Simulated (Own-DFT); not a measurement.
# Which defects push the lattice out? L1_0 TiAl

Source: density functional calculations with Own-DFT, an unreviewed in-house program that is no longer used. Nothing was measured or relaxed, and spin and spin-orbit coupling are left out.

Common settings: PBEsol; PseudoDojo norm-conserving scalar-relativistic files, made for PBE; cutoff 42 hartree; 4 x 4 x 4 k mesh centred on Gamma; cold (Marzari-Vanderbilt) smearing of 0.2 eV.

Known weak points: forces on such cells failed a check on a denser k mesh; stress not checked against mesh or cutoff.

All runs share one cell, with vectors in Å (5.622, 5.622, 0.000); (-5.622, 5.622, 0.000); (0.000, 0.000, 8.133) and a volume of 514.0 Å³. The atoms are randomly displaced, by u rms on each axis. The defect's site can differ from row to row.

| cell | formula | u (Å) | P (GPa) |
|---|---|---|---|
| no defect | Al16Ti16 | 0.0208 | -1.64 |
| no defect | Al16Ti16 | 0.0426 | -1.33 |
| no defect | Al16Ti16 | 0.0478 | -1.09 |
| two Al vacancies | Al14Ti16 | 0.0308 | -3.51 |
| two Al vacancies | Al14Ti16 | 0.0321 | -3.47 |
| two Al vacancies | Al14Ti16 | 0.0535 | -2.80 |
| one Ti vacancy | Al16Ti15 | 0.0296 | ? |
| one Ti vacancy | Al16Ti15 | 0.0304 | -2.05 |
| one Ti vacancy | Al16Ti15 | 0.0309 | -2.24 |
| one Ti vacancy | Al16Ti15 | 0.0309 | -2.13 |

## What the rows give

P = P0 + c u² + a shift for each defect gives P0 = -1.85 GPa, c = 330 ± 40 GPa/Å² and a scatter of 0.08 GPa. The shifts, and each times the cell's volume:

- one Ti vacancy: -0.60 ± 0.07 GPa, -1.9 eV
- two Al vacancies: -1.94 ± 0.07 GPa, -6.2 eV (-3.1 eV for each of its 2 sites)

A positive shift means that the defect pushes the cell outwards. Shift times volume (160.2 GPa Å³ is 1 eV) depends little on the cell's size, so, taken for each site, it can be compared between cells at like pressure. The atoms around the defects weren't relaxed, which would change these numbers.

## Prediction

Q: what pressure belongs in the blank (one Ti vacancy, u = 0.0296 Å)?

From the fit: -2.16 ± 0.10 GPa. The run itself gave -2.19 GPa.
